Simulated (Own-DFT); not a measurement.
## Calculated data, Si₂₃O₄₈ (quartz with one vacancy, atoms displaced), Ti₁₂O₂₃ (rutile with two vacancies, strained, atoms displaced)

Computed with Own-DFT development build. A calculation, not a measurement: plane-wave PBE density functional theory by an unreviewed code, no spin, of a simulated periodic cell, stress positive in tension, free energy of the whole cell less one offset for each atom, some atoms lie very close together, defect cell not probed for a lower state with spin; oxygen file: force components 24 meV/angstrom off all-electron in one glass; forces on such cells passed a denser k mesh, this cell's mesh not checked; offsets are fitted by least squares, one for each functional and potential file, so energies compare only between cells with the same atoms and settings and are not formation energies; the far tail of each file's local potential was reset to the Coulomb form; each entry is a single point on an unrelaxed cell, so the pressure reflects the starting lattice, mostly measured values (interpolated for alloys), from which strain is counted, and rises with the displacements; printed positions are rounded, which can move forces by about a meV/angstrom; the program, named Own-DFT, is a retired in-house code; no spin-orbit coupling; before rounding, a Quantum ESPRESSO 7.3.1 run of the same cell and cutoff gave forces within 1 meV/angstrom rms on each cell, which checks the program and not the settings.

Common to all runs: functional PBE; potential files PseudoDojo norm-conserving, scalar-relativistic, standard set; wave cutoff 72 hartree; occupations Fermi-Dirac; smearing width 0.1 eV.

```json
{"entry": 1, "formula": "Si23O48", "kind": "quartz with one vacancy, atoms displaced", "structure": {"cell_angstrom": [[9.8268, 0.0, 0.0], [-4.9134, 8.5103, 0.0], [0.0, 0.0, 10.8104]], "atoms_fractional": [["Si", 0.23522, 0.9988, 0.99365], ["Si", 0.0033, 0.23645, 0.33057], ["Si", 0.26888, 0.2673, 0.16954], ["O", 0.20223, 0.12634, 0.06446], ["O", 0.4301, 0.30218, 0.23242], ["O", 0.37115, 0.07257, 0.39409], ["O", 0.07095, 0.3706, 0.43545], ["O", 0.13906, 0.20481, 0.26326], ["O", 0.28748, 0.42659, 0.11121], ["Si", 0.231, 0.99584, 0.49036], ["Si", 0.99967, 0.23171, 0.82988], ["Si", 0.26141, 0.25677, 0.65787], ["O", 0.20779, 0.14146, 0.56549], ["O", 0.41906, 0.29899, 0.72396], ["O", 0.37013, 0.07155, 0.89386], ["O", 0.0786, 0.35875, 0.94675], ["O", 0.14295, 0.2123, 0.77092], ["O", 0.298, 0.43472, 0.6096], ["Si", 0.23097, 0.49641, 0.99241], ["Si", 0.00644, 0.74015, 0.33358], ["Si", 0.26965, 0.75957, 0.17402], ["O", 0.20576, 0.63633, 0.05892], ["O", 0.41852, 0.7909, 0.22443], ["O", 0.37502, 0.57187, 0.39098], ["O", 0.07334, 0.87361, 0.43959], ["O", 0.13167, 0.70942, 0.2774], ["O", 0.29066, 0.92845, 0.10984], ["Si", 0.24198, 0.49887, 0.49489], ["Si", 0.00387, 0.74533, 0.83582], ["Si", 0.26492, 0.76488, 0.67253], ["O", 0.20634, 0.62933, 0.56475], ["O", 0.42263, 0.78656, 0.7261], ["O", 0.37217, 0.58212, 0.88185], ["O", 0.07103, 0.85984, 0.93824], ["O", 0.12919, 0.69945, 0.77739], ["O", 0.28592, 0.91969, 0.60759], ["Si", 0.72518, 0.98873, 0.00139], ["Si", 0.49731, 0.23815, 0.32935], ["O", 0.71337, 0.13507, 0.05846], ["O", 0.92639, 0.29704, 0.22454], ["O", 0.86411, 0.06654, 0.39269], ["O", 0.57162, 0.36462, 0.43884], ["O", 0.63737, 0.21027, 0.27548], ["O", 0.79434, 0.42923, 0.105], ["Si", 0.73713, 0.99881, 0.50514], ["Si", 0.48846, 0.23029, 0.83628], ["Si", 0.75299, 0.26024, 0.67454], ["O", 0.70964, 0.13887, 0.56218], ["O", 0.93544, 0.293, 0.72612], ["O", 0.86896, 0.07429, 0.89013], ["O", 0.57292, 0.36921, 0.94003], ["O", 0.62937, 0.19528, 0.78048], ["O", 0.79392, 0.42501, 0.60241], ["Si", 0.73231, 0.50211, 0.00504], ["Si", 0.50747, 0.72722, 0.33509], ["Si", 0.76465, 0.76298, 0.16807], ["O", 0.70904, 0.63978, 0.05985], ["O", 0.92652, 0.78513, 0.2275], ["O", 0.8618, 0.57313, 0.39427], ["O", 0.57888, 0.864, 0.43859], ["O", 0.63793, 0.70711, 0.27365], ["O", 0.79804, 0.92541, 0.10876], ["Si", 0.73727, 0.50304, 0.49789], ["Si", 0.50424, 0.74048, 0.83076], ["Si", 0.76685, 0.77806, 0.66291], ["O", 0.71312, 0.63424, 0.56455], ["O", 0.92135, 0.79485, 0.73451], ["O", 0.86031, 0.56824, 0.88846], ["O", 0.56855, 0.86805, 0.94095], ["O", 0.63148, 0.69458, 0.77825], ["O", 0.79394, 0.92511, 0.60448]]}, "settings": {"k_mesh": "3 x 3 x 2 centred on Gamma"}, "results": {"free_energy_of_cell_above_offsets [eV]": "-3.771", "pressure [GPa]": 9.31, "stress_xx [GPa]": -9.17, "stress_yy [GPa]": -9.34, "stress_zz [GPa]": -9.41, "stress_yz [GPa]": -1.29, "stress_xz [GPa]": -1.36, "stress_xy [GPa]": -2.48, "force_element": ["Si", "Si", "Si", "O", "O", "O", "O", "O", "O", "Si", "Si", "Si", "O", "O", "O", "O", "O", "O", "Si", "Si", "Si", "O", "O", "O", "O", "O", "O", "Si", "Si", "Si", "O", "O", "O", "O", "O", "O", "Si", "Si", "O", "O", "O", "O", "O", "O", "Si", "Si", "Si", "O", "O", "O", "O", "O", "O", "Si", "Si", "Si", "O", "O", "O", "O", "O", "O", "Si", "Si", "Si", "O", "O", "O", "O", "O", "O"], "force_x [eV/angstrom]": [-0.532, -0.56, 1.62, 0.539, -1.491, -0.276, 1.03, -4.707, 0.326, 2.268, 2.418, -2.07, 1.681, 4.455, -0.491, -2.203, -1.789, 0.496, 2.579, -2.688, -8.62, 0.636, 9.859, -0.377, -2.542, 3.046, 0.353, -2.318, -0.1, -1.25, 0.507, 1.03, -2.247, 0.457, -0.255, -1.182, 3.379, 3.262, -0.501, 0.259, 1.033, -0.16, 0.289, 0.958, -2.627, 1.571, 3.61, 0.611, -3.895, -1.29, -0.988, -2.485, 0.271, 0.541, -3.238, 2.09, -0.791, -1.388, 2.136, -0.313, 0.814, -0.723, -0.906, 1.361, 2.742, -1.057, -0.745, 0.008, -1.203, 0.224, -0.45], "force_y [eV/angstrom]": [-0.759, -1.849, 0.869, 0.485, 1.047, 0.001, 0.418, -1.797, 1.03, 3.227, 0.963, 10.15, -10.69, -0.582, -2.097, -3.02, -0.915, -1.413, 4.052, -2.533, 0.263, -1.045, 0.619, -1.764, -2.163, -0.55, -1.026, 0.696, -6.818, -2.033, -0.256, 1.813, -3.828, 4.619, 0.576, 1.862, 3.661, -0.868, 0.487, -0.16, 1.307, 0.961, -0.147, -0.474, 2.632, 4.232, 2.837, -2.089, 0.538, -2.624, -0.907, -0.102, -1.113, -0.243, 3.399, 1.223, -0.65, 0.868, 2.403, -0.127, -1.006, 0.578, -1.854, -0.378, -8.115, 1.15, 1.18, 0.959, -1.38, 2.057, 4.215], "force_z [eV/angstrom]": [4.289, -0.856, -4.948, -0.771, -2.199, -0.532, 0.383, 5.362, -1.024, 4.975, 1.698, 7.696, -10.77, 2.554, -0.143, -2.5, 1.481, -0.507, 2.202, 1.364, -5.145, -0.648, 5.235, 0.101, -1.112, -0.647, -0.129, 2.524, -3.665, -1.579, -1.065, -0.496, 3.185, 4.451, 0.182, -1.359, 0.592, 1.858, 0.598, -0.197, -0.292, 0.975, -0.54, 1.504, -3.165, -2.465, -1.724, -0.8, -2.267, 1.474, -0.438, 1.494, 1.506, -2.582, -1.133, 0.075, -0.875, -1.215, -2.202, 0.498, 0.174, -0.694, 1.407, -0.328, 4.831, -0.015, -1.551, 0.476, -0.828, -1.48, -0.261]}}
{"entry": 2, "formula": "Ti12O23", "kind": "rutile with two vacancies, strained, atoms displaced", "structure": {"cell_angstrom": [[9.0595, 0.1329, -0.0412], [0.1329, 9.0378, 0.0892], [-0.0398, 0.0862, 8.7489]], "atoms_fractional": [["Ti", 0.01345, 0.00916, 0.01149], ["Ti", 0.24555, 0.25535, 0.15471], ["O", 0.15084, 0.15185, 0.00685], ["O", 0.34473, 0.35381, 0.00478], ["O", 0.38059, 0.09016, 0.15433], ["O", 0.10855, 0.41949, 0.17633], ["Ti", 0.99024, 0.00504, 0.31558], ["Ti", 0.22651, 0.26989, 0.50669], ["O", 0.15075, 0.13543, 0.33869], ["O", 0.3401, 0.34963, 0.32836], ["O", 0.39827, 0.09467, 0.4795], ["O", 0.10257, 0.39355, 0.49165], ["Ti", 0.99634, 0.99546, 0.68088], ["Ti", 0.25144, 0.24571, 0.82402], ["O", 0.13898, 0.15099, 0.6667], ["O", 0.3316, 0.36195, 0.66239], ["O", 0.39668, 0.09774, 0.82876], ["O", 0.09744, 0.40134, 0.84438], ["Ti", 0.01447, 0.51036, 0.00073], ["Ti", 0.2436, 0.73371, 0.16353], ["O", 0.1521, 0.64011, 0.99794], ["O", 0.32937, 0.84834, 0.99886], ["O", 0.39794, 0.60509, 0.15572], ["O", 0.08219, 0.88234, 0.17336], ["Ti", 0.00424, 0.50159, 0.34521], ["Ti", 0.2498, 0.76176, 0.50545], ["O", 0.15332, 0.65286, 0.34493], ["O", 0.33667, 0.83114, 0.31501], ["O", 0.39945, 0.60885, 0.48938], ["Ti", 0.98287, 0.49458, 0.63346], ["Ti", 0.24552, 0.75049, 0.84139], ["O", 0.14889, 0.6478, 0.6649], ["O", 0.40675, 0.60428, 0.84354], ["O", 0.09337, 0.89053, 0.82983], ["Ti", 0.51214, 0.98794, 0.99682], ["Ti", 0.7459, 0.24685, 0.17013], ["O", 0.65583, 0.15432, 0.99151], ["O", 0.84296, 0.32982, 0.99842], ["O", 0.89829, 0.10453, 0.16888], ["O", 0.59615, 0.40736, 0.16911], ["Ti", 0.49665, 0.00042, 0.33548], ["Ti", 0.75005, 0.24883, 0.49754], ["O", 0.66117, 0.15987, 0.34502], ["O", 0.84056, 0.37209, 0.3122], ["O", 0.88732, 0.10275, 0.51169], ["O", 0.60479, 0.39745, 0.50785], ["Ti", 0.49916, 0.98709, 0.67746], ["Ti", 0.72988, 0.25242, 0.84407], ["O", 0.63331, 0.16056, 0.66654], ["O", 0.86298, 0.33028, 0.67254], ["O", 0.90308, 0.09509, 0.8457], ["O", 0.57996, 0.3997, 0.82245], ["Ti", 0.50468, 0.49644, 0.00517], ["Ti", 0.74301, 0.75755, 0.15413], ["O", 0.64008, 0.63813, 0.0109], ["O", 0.84524, 0.82761, 0.98673], ["O", 0.89284, 0.58766, 0.14944], ["O", 0.61491, 0.89797, 0.17047], ["Ti", 0.49298, 0.50428, 0.33851], ["Ti", 0.75251, 0.74037, 0.49871], ["O", 0.64625, 0.6631, 0.35077], ["O", 0.8564, 0.84379, 0.32887], ["O", 0.89263, 0.59119, 0.51399], ["O", 0.59912, 0.91066, 0.49993], ["Ti", 0.49308, 0.5022, 0.67868], ["Ti", 0.75623, 0.75991, 0.82856], ["O", 0.64565, 0.66396, 0.67588], ["O", 0.85129, 0.84922, 0.66347], ["O", 0.90198, 0.59959, 0.8288], ["O", 0.58728, 0.9139, 0.82729]]}, "settings": {"k_mesh": "3 x 3 x 3 centred on Gamma"}, "results": {"free_energy_of_cell_above_offsets [eV]": "-0.742", "pressure [GPa]": 23.08, "stress_xx [GPa]": -21.97, "stress_yy [GPa]": -21.63, "stress_zz [GPa]": -25.64, "stress_yz [GPa]": 3.87, "stress_xz [GPa]": -4.82, "stress_xy [GPa]": 10.4, "force_element": ["Ti", "Ti", "O", "O", "O", "O", "Ti", "Ti", "O", "O", "O", "O", "Ti", "Ti", "O", "O", "O", "O", "Ti", "Ti", "O", "O", "O", "O", "Ti", "Ti", "O", "O", "O", "Ti", "Ti", "O", "O", "O", "Ti", "Ti", "O", "O", "O", "O", "Ti", "Ti", "O", "O", "O", "O", "Ti", "Ti", "O", "O", "O", "O", "Ti", "Ti", "O", "O", "O", "O", "Ti", "Ti", "O", "O", "O", "O", "Ti", "Ti", "O", "O", "O", "O"], "force_x [eV/angstrom]": [-0.223, 1.224, -0.943, 0.019, 2.907, -0.181, 0.992, 8.347, -0.997, 0.838, -0.451, -5.982, -1.556, -1.71, 0.966, 0.505, 0.166, 0.869, -3.332, -0.333, 1.558, 1.648, 0.947, -0.291, -1.86, 0.722, -1.783, 1.529, -0.243, 4.379, 0.157, 0.554, -0.941, 0.03, -3.56, -0.172, -3.264, 0.368, 0.145, 0.085, -1.716, 0.097, -2.223, 0.456, 2.942, -2.054, -1.946, 3.552, 0.237, -0.2, -0.071, 1.436, -0.812, 3.3, 1.603, 1.335, -0.086, -3.194, 0.233, -2.268, -0.498, -0.352, -3.745, 0.147, -0.596, 0.755, -0.743, 0.119, -0.857, 4.01], "force_y [eV/angstrom]": [-0.54, 0.507, -0.821, -0.778, -1.057, -1.12, -0.165, -8.928, 0.165, 0.555, -0.211, 5.577, 2.205, 2.126, 0.144, -0.29, -0.668, -1.281, -2.59, 0.744, 2.038, 1.066, -1.342, 1.029, 1.432, -2.051, -0.316, 2.601, 0.428, -5.179, -1.031, 1.034, 0.834, 0.434, 2.184, 3.145, -3.433, 1.449, -0.674, -1.063, 1.029, 1.225, -2.208, -1.397, -2.875, 2.514, 4.186, 0.916, -0.87, 1.405, -0.856, -1.235, -0.096, -4.869, 2.464, 2.864, 1.279, 3.431, -1.465, 2.864, -1.085, -0.416, 4.16, -1.078, 2.016, -3.605, -0.835, 0.182, 0.287, -4.091], "force_z [eV/angstrom]": [-2.62, 2.581, -1.346, -0.912, 0.08, 0.594, 3.446, -1.853, 0.169, 0.865, 0.913, -0.097, -0.357, 0.822, 0.092, 0.36, 0.629, -0.873, -1.291, 1.287, -0.723, -0.084, 0.969, -0.512, -7.699, -1.24, 0.879, 2.0, 1.452, 14.03, -1.493, -1.157, -1.338, 1.45, 3.207, -0.223, 2.866, 0.172, -1.393, 1.059, 0.919, 2.151, -2.374, 1.575, -0.811, -0.215, -6.944, -3.729, 0.238, -0.436, -0.476, 1.866, 0.174, 1.281, -0.848, 2.352, 1.704, -0.586, 0.164, -0.668, -1.51, 1.106, -6.275, 0.493, -3.028, -1.763, -0.877, -0.171, -0.812, 2.789]}}
```
